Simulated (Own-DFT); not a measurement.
# Strain and stress in wurtzite GaN, 96 atoms (Ga48N48)

These are calculations, not measurements. The program, named Own-DFT, is a retired in-house plane-wave density functional code that no person has reviewed. Each row is one single-point run on a periodic cell that was not relaxed, without spin or spin-orbit coupling.

Settings of every run: PBE; PseudoDojo norm-conserving scalar-relativistic files; cutoff 42 hartree; 3 x 4 x 3 k mesh centred on Gamma; Fermi-Dirac smearing of 0.1 eV.

Known limits: forces on such cells passed a denser k mesh, each cell not checked; stress not checked against mesh or cutoff.

Unstrained cell vectors in Å: (12.756, 0.000, 0.000); (-4.783, 8.285, 0.000); (0.000, 0.000, 10.370). The unstrained cell has measured lattice constants (interpolated for alloys), not those of this functional. That, the random moves and any unrelaxed bonds set the pressure at no strain. Each run strains this cell uniformly, with the atoms carried along. Every atom was also moved at random, by a Gaussian of width 0.05 Å on each axis. Strain is the symmetric tensor, in per cent. Stress is positive in tension, and the pressure is minus a third of its trace.

| run | e_xx (%) | e_yy (%) | e_zz (%) | e_yz (%) | e_xz (%) | e_xy (%) | s_xx (GPa) | s_yy (GPa) | s_zz (GPa) | s_yz (GPa) | s_xz (GPa) | s_xy (GPa) | P (GPa) | E (meV/atom) |
|---|---|---|---|---|---|---|---|---|---|---|---|---|---|---|
| 1 | 0.16 | -1.91 | -1.01 | 1.15 | -0.87 | 1.39 | -9.56 | -16.72 | -15.28 | 3.17 | -2.08 | 4.36 | 13.85 | 37.0 |
| 2 | 1.76 | 1.02 | 1.30 | -1.90 | -0.07 | -1.10 | -0.02 | -1.63 | -0.59 | -4.08 | -0.57 | -4.28 | 0.75 | 13.9 |
| 3 | -0.61 | 0.49 | 1.33 | -0.53 | 0.76 | 1.75 | -7.86 | -4.95 | -3.33 | -0.66 | 1.11 | 6.05 | 5.38 | 6.3 |
| 4 | -0.02 | -1.03 | 0.85 | 1.88 | -0.19 | 0.10 | -7.28 | -11.73 | -4.99 | 3.16 | 0.30 | -0.28 | 8.00 | 10.2 |
| 5 | -1.04 | 0.19 | 0.68 | 1.31 | 0.44 | 0.80 | -12.82 | -6.18 | -5.19 | 2.35 | 0.92 | 2.79 | 8.06 | 10.3 |
| 6 | 1.42 | -1.37 | -1.11 | -1.48 | -1.74 | 0.89 | -5.39 | -11.24 | -12.43 | -2.62 | -4.30 | 2.52 | 9.69 | 21.6 |
| 7 | -0.30 | 1.76 | -1.42 | -0.99 | -0.30 | 1.88 | -8.56 | -2.54 | -12.88 | -2.06 | -1.28 | 4.58 | 7.99 | 28.7 |
| 8 | 0.57 | -1.22 | -0.84 | -0.94 | 0.51 | -1.29 | -7.04 | -13.01 | -12.90 | -2.94 | 0.74 | -4.07 | 10.98 | 25.5 |
| 9 | 0.67 | -0.11 | 0.66 | -0.46 | 0.88 | -0.48 | -4.55 | -7.89 | -2.87 | -0.88 | 1.82 | -1.87 | 5.10 | 0.0 |
| 10 | -1.30 | -0.40 | 1.98 | -1.71 | -0.88 | -1.62 | -12.54 | -8.71 | -1.40 | -3.31 | -2.01 | -4.18 | 7.55 | 26.2 |
| 11 | 1.14 | -1.77 | -1.34 | 0.61 | 0.10 | 1.71 | -5.62 | -16.86 | -14.85 | 0.04 | 0.06 | 4.89 | 12.44 | 47.6 |
| 12 | 0.91 | 1.17 | -0.67 | -0.10 | 1.12 | 1.92 | -3.31 | -2.44 | -8.96 | -0.23 | 2.35 | 5.60 | 4.91 | 3.7 |
| 13 | -0.94 | 0.63 | 0.02 | 1.74 | 0.55 | -0.97 | -9.69 | -7.02 | -7.60 | 3.80 | 1.28 | -2.98 | 8.10 | 12.7 |
| 14 | 1.41 | -0.80 | 0.08 | -0.30 | -1.27 | 1.46 | -1.28 | -11.72 | -7.61 | -1.05 | -2.82 | 3.64 | 6.87 | 22.9 |
| 15 | 0.82 | -1.79 | 0.89 | 1.38 | -1.13 | 0.37 | -5.72 | -12.77 | -5.19 | 2.08 | -2.69 | 0.54 | 7.89 | 16.7 |
| 16 | -0.87 | 0.33 | 0.55 | -1.69 | -1.58 | 1.48 | -9.98 | -6.52 | -6.76 | -2.70 | -3.68 | 3.88 | 7.75 | 14.4 |
| 17 | 1.62 | -0.72 | -1.22 | 0.46 | -1.61 | 1.06 | -2.53 | -9.98 | -13.17 | 1.42 | -3.39 | 3.57 | 8.56 | 24.0 |
| 18 | -0.46 | 1.52 | 0.54 | 1.83 | -1.82 | 1.29 | ? | ? | ? | ? | ? | ? | ? | ? |

E is the free energy for each atom above the lowest run shown.

## Worked fit

Each stress component was fitted by least squares to a constant and the strains of the runs shown, as fractions, with shears doubled. Shear strains stay in the fit of a normal stress only where such slopes are resolved. The slopes, in GPa:

```
stress,at no strain,per e_xx,per e_yy,per e_zz,scatter
s_xx,-7.7,390 ± 26,89 ± 22,64 ± 24,0.95
s_yy,-7.9,72 ± 29,402 ± 25,86 ± 27,1.05
s_zz,-8.1,89 ± 22,103 ± 19,437 ± 20,0.80
```

Each shear stress against twice its own strain: yz 100 ± 7, xz 105 ± 4, xy 153 ± 7 GPa. These are stiffnesses along x, y and z of the frame in which the cell vectors are given, which need not be the crystal's axes. The atoms are held to the strained lattice; where symmetry lets them move under strain, relaxing them would lower some slopes. The table should be nearly symmetric about its diagonal, and what it lacks of that shows the noise. A ninth of its sum, 193 ± 6 GPa, estimates the bulk modulus near the mean pressure of these runs, 7.9 GPa, so it lies above the value at zero pressure.

## Withheld run

Question: what normal stresses and pressure should run 18 give?

The fit gives s_xx = -7.8, s_yy = -1.6, s_zz = -4.6 and P = 4.7 GPa. The calculation gave -7.68, -2.22, -4.57 and P = 4.82 GPa.
